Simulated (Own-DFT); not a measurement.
# Point defects and the pressure they add: D0_22 TiAl3

Everything here is calculated. The program is Own-DFT (plane waves, in-house, since retired, never reviewed by a person); positions were held fixed, and spin and spin-orbit coupling were off.

All runs used: PBEsol; PseudoDojo norm-conserving scalar-relativistic files, made for PBE; cutoff 42 hartree; 4 x 4 x 4 k mesh centred on Gamma; cold (Marzari-Vanderbilt) smearing of 0.2 eV.

Limits: forces on such cells failed a check on a denser k mesh; stress not checked against mesh or cutoff.

All runs share one cell, with vectors in Å (-2.365, -6.981, 4.326); (-7.667, 3.491, 1.442); (-2.950, -3.488, -7.241) and a volume of 625.4 Å³. u is the rms random offset of the atoms per axis. The defect's site can differ from row to row.

| cell | formula | u (Å) | P (GPa) |
|---|---|---|---|
| no defect | Al30Ti10 | 0.0198 | 0.06 |
| no defect | Al30Ti10 | 0.0201 | 0.08 |
| no defect | Al30Ti10 | 0.0502 | 0.75 |
| two Ti on an Al site each | Al28Ti12 | 0.0298 | 1.20 |
| two Ti on an Al site each | Al28Ti12 | 0.0512 | 1.82 |
| two Ti on an Al site each | Al28Ti12 | 0.0520 | 1.70 |
| two Al vacancies | Al28Ti10 | 0.0306 | -0.64 |
| two Al vacancies | Al28Ti10 | 0.0315 | -0.48 |
| two Al vacancies | Al28Ti10 | 0.0483 | -0.33 |
| one Ti vacancy | Al30Ti9 | 0.0338 | 0.05 |
| one Ti vacancy | Al30Ti9 | 0.0454 | 0.36 |
| one Ti vacancy | Al30Ti9 | 0.0455 | 0.35 |
| two Al on a Ti site each | Al32Ti8 | 0.0297 | 1.21 |
| two Al on a Ti site each | Al32Ti8 | 0.0342 | ? |
| two Al on a Ti site each | Al32Ti8 | 0.0457 | 1.57 |
| two Al on a Ti site each | Al32Ti8 | 0.0503 | 1.60 |

## Worked fit

P = P0 + c u² + a shift for each defect gives P0 = -0.02 GPa, c = 283 ± 26 GPa/Å² and a scatter of 0.07 GPa. The shifts, and each times the cell's volume:

- two Ti on an Al site each: 1.00 ± 0.07 GPa, 3.9 eV (2.0 eV for each of its 2 sites)
- two Al on a Ti site each: 0.96 ± 0.06 GPa, 3.7 eV (1.9 eV for each of its 2 sites)
- one Ti vacancy: -0.23 ± 0.06 GPa, -0.9 eV
- two Al vacancies: -0.87 ± 0.06 GPa, -3.4 eV (-1.7 eV for each of its 2 sites)

A positive shift means that the defect pushes the cell outwards. Shift times volume (160.2 GPa Å³ is 1 eV) depends little on the cell's size, so, taken for each site, it can be compared between cells at like pressure. The atoms around the defects weren't relaxed, which would change these numbers.

## Check

Asked: what pressure belongs in the blank (two Al on a Ti site each, u = 0.0342 Å)?

Estimate: 1.27 ± 0.09 GPa. DFT gave 1.28 GPa.
